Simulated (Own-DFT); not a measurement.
Simulation results for SiSnGe6 (diamond-structure random alloy, strained, atoms displaced)

Computed with Own-DFT development build. A calculation, not a measurement: plane-wave density functional theory by an unreviewed code, no spin, of a simulated periodic cell, stress positive in tension, run twice, with PBE and with PBEsol, both on files made for PBE, so the change isn't that of files made for PBEsol, forces on such cells moved up to 12 meV/angstrom on a denser k mesh; the far tail of each file's local potential was reset to the Coulomb form; each entry is a single point on an unrelaxed cell, so the pressure reflects the starting lattice, mostly measured values (interpolated for alloys), from which strain is counted, and rises with the displacements; printed positions are rounded, which can move forces by about a meV/angstrom; the program, named Own-DFT, is a retired in-house code; no spin-orbit coupling; stress was not checked against mesh or cutoff.

```cif
# cell vector a (Å): 11.2377 0.0000 0.0000
# cell vector b (Å): 0.0000 11.2377 0.0000
# cell vector c (Å): 0.0000 0.0000 11.4670
data_SiSnGe6
_symmetry_space_group_name_H-M 'P 1'
_symmetry_Int_Tables_number 1
_cell_length_a 11.2377
_cell_length_b 11.2377
_cell_length_c 11.4670
_cell_angle_alpha 90.000
_cell_angle_beta 90.000
_cell_angle_gamma 90.000
_cell_volume 1448.12
loop_
_atom_site_label
_atom_site_type_symbol
_atom_site_fract_x
_atom_site_fract_y
_atom_site_fract_z
_atom_site_occupancy
Ge1 Ge 0.01009 0.99921 0.99719 1
Sn1 Sn 0.99640 0.24368 0.24454 1
Ge2 Ge 0.25620 0.99363 0.25003 1
Ge3 Ge 0.24474 0.24232 0.00572 1
Ge4 Ge 0.12847 0.12813 0.12392 1
Ge5 Ge 0.11896 0.37093 0.38194 1
Ge6 Ge 0.37593 0.12687 0.37581 1
Ge7 Ge 0.37322 0.37057 0.12873 1
Ge8 Ge 0.99592 0.00199 0.50129 1
Ge9 Ge 0.00133 0.24577 0.74559 1
Si1 Si 0.25281 0.99628 0.74207 1
Ge10 Ge 0.25915 0.24832 0.49762 1
Si2 Si 0.13690 0.12338 0.61796 1
Ge11 Ge 0.12902 0.37574 0.87574 1
Ge12 Ge 0.37792 0.12414 0.88152 1
Si3 Si 0.37299 0.37849 0.63683 1
Ge13 Ge 0.99339 0.50865 0.00256 1
Ge14 Ge 0.99108 0.74436 0.24724 1
Si4 Si 0.24525 0.50119 0.25237 1
Ge15 Ge 0.25708 0.74951 0.00520 1
Sn2 Sn 0.12576 0.62405 0.12196 1
Sn3 Sn 0.12697 0.87549 0.37775 1
Ge16 Ge 0.37594 0.62281 0.37115 1
Ge17 Ge 0.37740 0.87697 0.13227 1
Ge18 Ge 0.99840 0.49491 0.50162 1
Sn4 Sn 0.99721 0.74847 0.74887 1
Ge19 Ge 0.24801 0.49975 0.76070 1
Ge20 Ge 0.24407 0.75315 0.50218 1
Ge21 Ge 0.13784 0.63097 0.63292 1
Ge22 Ge 0.12790 0.87748 0.87352 1
Ge23 Ge 0.37404 0.63539 0.87056 1
Ge24 Ge 0.37001 0.87584 0.62935 1
Ge25 Ge 0.50392 0.99507 0.99881 1
Si5 Si 0.49491 0.25129 0.25260 1
Ge26 Ge 0.74801 0.00335 0.24760 1
Ge27 Ge 0.74727 0.24982 0.00132 1
Sn5 Sn 0.63201 0.12340 0.12038 1
Si6 Si 0.62566 0.37011 0.36528 1
Ge28 Ge 0.87281 0.12668 0.37507 1
Sn6 Sn 0.87220 0.37374 0.12385 1
Ge29 Ge 0.49448 0.00199 0.50278 1
Ge30 Ge 0.50401 0.24200 0.74793 1
Ge31 Ge 0.75563 0.99785 0.74657 1
Ge32 Ge 0.74950 0.24994 0.50004 1
Ge33 Ge 0.61920 0.12317 0.62169 1
Ge34 Ge 0.62694 0.37394 0.87383 1
Ge35 Ge 0.87917 0.11679 0.86850 1
Ge36 Ge 0.88092 0.38097 0.62367 1
Si7 Si 0.49479 0.50608 0.00238 1
Si8 Si 0.50253 0.75631 0.24694 1
Ge37 Ge 0.75442 0.49608 0.24949 1
Ge38 Ge 0.74439 0.75072 0.00433 1
Ge39 Ge 0.63662 0.62541 0.12563 1
Ge40 Ge 0.62508 0.87740 0.37164 1
Sn7 Sn 0.87259 0.62208 0.37256 1
Ge41 Ge 0.87650 0.88416 0.11905 1
Ge42 Ge 0.50025 0.50714 0.50377 1
Ge43 Ge 0.49446 0.74539 0.76286 1
Ge44 Ge 0.74974 0.48689 0.75225 1
Sn8 Sn 0.75214 0.74746 0.49127 1
Ge45 Ge 0.62746 0.62594 0.62284 1
Ge46 Ge 0.62439 0.87208 0.87549 1
Ge47 Ge 0.87392 0.63299 0.87321 1
Ge48 Ge 0.86958 0.87347 0.62112 1
_calc_functional 'PBE, then PBEsol'
_calc_potential_files 'PseudoDojo norm-conserving, scalar-relativistic, standard set'
_calc_wave_cutoff 49  # hartree
_calc_occupations 'Fermi-Dirac'
_calc_smearing_width 0.1  # eV
_calc_k_mesh '3 x 3 x 3 centred on Gamma'
_calc_PBE_pressure 8.61  # GPa
_calc_PBE_stress_xx -9.08  # GPa
_calc_PBE_stress_yy -8.98  # GPa
_calc_PBE_stress_zz -7.79  # GPa
_calc_PBE_stress_yz 0.83  # GPa
_calc_PBE_stress_xz 1.22  # GPa
_calc_PBE_stress_xy -0.26  # GPa
_calc_PBEsol_pressure 5.6  # GPa
_calc_PBEsol_stress_xx -6.06  # GPa
_calc_PBEsol_stress_yy -5.96  # GPa
_calc_PBEsol_stress_zz -4.76  # GPa
_calc_PBEsol_stress_yz 0.79  # GPa
_calc_PBEsol_stress_xz 1.16  # GPa
_calc_PBEsol_stress_xy -0.23  # GPa
_calc_rms_change_of_force_components_from_PBE_to_PBEsol 0.047  # eV/angstrom
```

Force:
```tsv
force element	PBE force x (eV/Å)	PBE force y (eV/Å)	PBE force z (eV/Å)	PBEsol force x (eV/Å)	PBEsol force y (eV/Å)	PBEsol force z (eV/Å)
Ge	-0.376	0.473	0.078	-0.372	0.453	0.073
Sn	1.712	-0.498	2.029	1.662	-0.489	1.983
Ge	0.042	2.023	-0.488	0.048	1.956	-0.475
Ge	1.248	1.367	-1.15	1.208	1.321	-1.103
Ge	0.636	-2.529	-0.013	0.618	-2.446	-0.036
Ge	1.538	0.53	-0.241	1.463	0.498	-0.207
Ge	0.402	-0.266	-0.712	0.356	-0.29	-0.643
Ge	-0.178	0.854	-0.022	-0.213	0.798	-0.054
Ge	-0.135	1.084	0.932	-0.165	1.019	0.87
Ge	0.96	0.025	-0.342	0.898	0.054	-0.304
Si	-0.619	1.3	1.244	-0.57	1.223	1.259
Ge	-0.604	1.011	1.072	-0.592	0.963	0.97
Si	-0.778	-0.172	0.572	-0.798	-0.126	0.51
Ge	-1.459	-0.551	0.83	-1.409	-0.524	0.8
Ge	-0.552	-0.557	-0.982	-0.5	-0.523	-0.924
Si	0.578	-0.309	-0.872	0.572	-0.302	-0.854
Ge	0.043	-0.918	-2.611	0.042	-0.885	-2.529
Ge	0.587	2.275	-1.185	0.575	2.204	-1.153
Si	0.892	-1.484	1.075	0.873	-1.459	1.06
Ge	0.386	1.627	-1.123	0.37	1.576	-1.099
Sn	0.349	0.228	0.791	0.285	0.266	0.723
Sn	-1.79	0.043	-1.069	-1.734	0.04	-1.029
Ge	-0.138	0.736	-0.078	-0.125	0.718	-0.01
Ge	0.822	-0.539	-1.138	0.757	-0.485	-1.139
Ge	1.804	0.886	0.809	1.733	0.827	0.779
Sn	0.692	1.088	-0.425	0.673	1.055	-0.407
Ge	0.87	0.158	-0.824	0.805	0.193	-0.765
Ge	2.47	-1.565	0.73	2.391	-1.517	0.728
Ge	-0.365	-1.91	-1.24	-0.354	-1.836	-1.198
Ge	1.461	0.229	0.272	1.378	0.201	0.303
Ge	-0.823	-2.224	2.095	-0.818	-2.113	2.003
Ge	0.856	-0.791	-0.282	0.86	-0.802	-0.319
Ge	-1.167	-0.602	-0.366	-1.13	-0.581	-0.358
Si	0.456	0.155	0.139	0.391	0.107	0.095
Ge	1.61	-1.414	1.635	1.567	-1.371	1.584
Ge	0.974	0.213	-3.316	0.938	0.211	-3.21
Sn	-2.465	0.622	0.943	-2.351	0.566	0.882
Si	-0.549	0.44	1.022	-0.478	0.475	1.038
Ge	-1.002	-1.296	1.143	-0.974	-1.263	1.104
Sn	-0.51	1.253	-1.978	-0.503	1.23	-1.922
Ge	0.206	-0.733	-0.459	0.199	-0.696	-0.441
Ge	-0.868	1.191	0.594	-0.807	1.121	0.603
Ge	-1.304	-0.057	-0.025	-1.254	-0.063	-0.025
Ge	-0.324	0.605	-0.203	-0.28	0.55	-0.18
Ge	1.167	-0.218	0.082	1.121	-0.207	0.085
Ge	-1.354	-0.19	0.823	-1.263	-0.217	0.759
Ge	-0.045	0.894	0.895	-0.037	0.864	0.86
Ge	-0.776	-1.425	0.473	-0.75	-1.375	0.459
Si	0.531	-0.327	-0.205	0.52	-0.319	-0.202
Si	0.255	-1.046	0.359	0.25	-1.019	0.354
Ge	-2.92	-0.326	0.338	-2.798	-0.279	0.289
Ge	1.129	0.668	-0.771	1.094	0.643	-0.75
Ge	-2.045	-0.445	0.554	-1.91	-0.416	0.529
Ge	-1.432	0.9	-0.688	-1.349	0.906	-0.648
Sn	2.356	-2.522	-0.967	2.299	-2.459	-0.961
Ge	-0.143	-0.737	0.455	-0.144	-0.721	0.448
Ge	-0.186	-1.62	-0.449	-0.175	-1.504	-0.432
Ge	1.784	1.406	-2.699	1.718	1.363	-2.602
Ge	0.388	1.805	-0.382	0.376	1.746	-0.374
Sn	-2.503	2.204	2.24	-2.44	2.156	2.197
Ge	-0.81	-0.701	1.969	-0.797	-0.697	1.895
Ge	0.306	0.172	-0.331	0.283	0.157	-0.301
Ge	-2.021	-2.007	1.409	-1.949	-1.954	1.38
Ge	0.732	1.516	0.033	0.718	1.48	0.034
```
